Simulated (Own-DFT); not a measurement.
# What a defect does to the pressure of its cell: 4H SiC

No measurement is shown. These are fixed-geometry runs of a retired plane-wave code named Own-DFT, which no person has reviewed; spin and spin-orbit coupling are neglected.

All runs used: PBE; PseudoDojo norm-conserving scalar-relativistic files; cutoff 42 hartree; 4 x 4 x 3 k mesh centred on Gamma; Fermi-Dirac smearing of 0.1 eV.

Caveats (not all hold for every row): a neutral cation vacancy leaves holes that likely carry spin, which these runs leave out; not probed for a lower state with spin; forces on such cells failed a check on a denser k mesh; forces on such cells passed a denser k mesh, each cell not checked; stress not checked against mesh or cutoff.

All runs share one cell, with vectors in Å (9.248, 0.000, 0.000); (-4.624, 8.009, 0.000); (0.000, 0.000, 10.068) and a volume of 745.7 Å³. Atoms were moved at random from their sites; u is the rms move along one axis. The defect's site can differ from row to row.

| cell | formula | u (Å) | P (GPa) |
|---|---|---|---|
| no defect | C36Si36 | 0.0311 | 3.74 |
| no defect | C36Si36 | 0.0314 | 3.72 |
| no defect | C36Si36 | 0.0568 | 6.18 |
| one Si on a C site | C35Si37 | 0.0478 | 11.23 |
| one Si on a C site | C35Si37 | 0.0485 | 10.84 |
| one Si on a C site | C35Si37 | 0.0508 | 11.54 |
| one Si on a C site | C35Si37 | 0.0520 | ? |
| one C on a Si site | C37Si35 | 0.0497 | 3.14 |
| one C on a Si site | C37Si35 | 0.0523 | 3.26 |
| one C on a Si site | C37Si35 | 0.0536 | 3.86 |
| one Si vacancy | C36Si35 | 0.0286 | 3.06 |
| one Si vacancy | C36Si35 | 0.0302 | 2.98 |
| one Si vacancy | C36Si35 | 0.0319 | 3.23 |
| one Al on a Si site and one N on a C site | AlC35NSi35 | 0.0464 | 5.14 |
| one Al on a Si site and one N on a C site | AlC35NSi35 | 0.0489 | 5.38 |
| one Al on a Si site and one N on a C site | AlC35NSi35 | 0.0562 | 5.91 |

## Working it out

P = P0 + c u² + a shift for each defect gives P0 = 2.72 GPa, c = 1058 ± 94 GPa/Å² and a scatter of 0.19 GPa. The shifts, and each times the cell's volume:

- one Si on a C site: 5.94 ± 0.17 GPa, 27.6 eV
- one Al on a Si site and one N on a C site: 0.04 ± 0.17 GPa, 0.2 eV (not resolved)
- one Si vacancy: -0.61 ± 0.17 GPa, -2.8 eV
- one C on a Si site: -2.15 ± 0.18 GPa, -10.0 eV

A positive shift means that the defect pushes the cell outwards. Shift times volume (160.2 GPa Å³ is 1 eV) depends little on the cell's size, so, taken for each site, it can be compared between cells at like pressure. The atoms around the defects weren't relaxed, which would change these numbers.

## Check

Question: what pressure belongs in the blank (one Si on a C site, u = 0.0520 Å)?

The fit gives 11.52 ± 0.22 GPa. The calculation gave 12.21 GPa. This run lies off the fit, by chance or by something that the fit leaves out.
